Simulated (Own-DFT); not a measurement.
# A surface energy from a slab and the bulk: wurtzite AlN, m plane (10-10)

No measurement is shown. These are fixed-geometry runs of a retired plane-wave code named Own-DFT, which no person has reviewed; spin and spin-orbit coupling are neglected.

Known weak points (not all hold for every row): some atoms lie very close together; k mesh not checked against a denser one.

Both sets of runs: PBE; PseudoDojo norm-conserving scalar-relativistic files; cutoff 42 hartree; Gaussian smearing of 0.01 eV. The slab has 128 atoms in 16 layers, two equal faces of 62.02 Å² as cut, 15 Å of vacuum, a dipole correction along the normal and a 6 x 3 x 1 mesh. The bulk cell has 72 atoms, the same measured lattice constants and a 4 x 4 x 3 mesh. In the slab only the 32 atoms nearest the faces were moved at random; u is their rms move along one axis. Energies are counted from -174.06 eV for each atom.

| slab run | u (Å) | E (eV, cell) |
|---|---|---|
| 1 | 0.0469 | 20.301 |
| 2 | 0.0478 | 21.403 |
| 3 | 0.0494 | 20.572 |
| 4 | 0.0514 | 21.074 |
| 5 | 0.0525 | 20.868 |
| 6 | 0.0534 | 21.520 |
| 7 | 0.0534 | 21.247 |
| 8 | 0.0878 | 24.229 |
| 9 | 0.0943 | 27.869 |
| 10 | 0.0975 | 29.059 |
| 11 | 0.0988 | 27.560 |
| 12 | 0.1044 | 28.970 |

```
bulk run   u (Å)  E (meV/atom)
       1  0.0187         -3.83
       2  0.0201         -1.58
       3  0.0201         -1.89
       4  0.0208         -1.32
       5  0.0208          0.76
       6  0.0212         -0.05
       7  0.0989        304.68
       8  0.0994        292.31
       9  0.1018        314.61
      10  0.1034        378.05
```

Question: what is the energy of the unrelaxed surface?

## Worked answer

Take each set to u = 0 with E = a + b u². Rows are weighted down as u grows, with residuals divided by u² + 0.0006 Å². Slab: a = 18.52 ± 0.30 eV. Bulk: a = -15.0 ± 0.8 meV/atom. The excess is 18.52 - 128 x (-0.0150) = 20.44 ± 0.31 eV. Over two faces that is 165 meV/Å², or 2.64 ± 0.04 J/m². Relaxing the faces would lower the energy, and the unlike meshes and the reach from the smallest u down to zero add errors that aren't counted here.
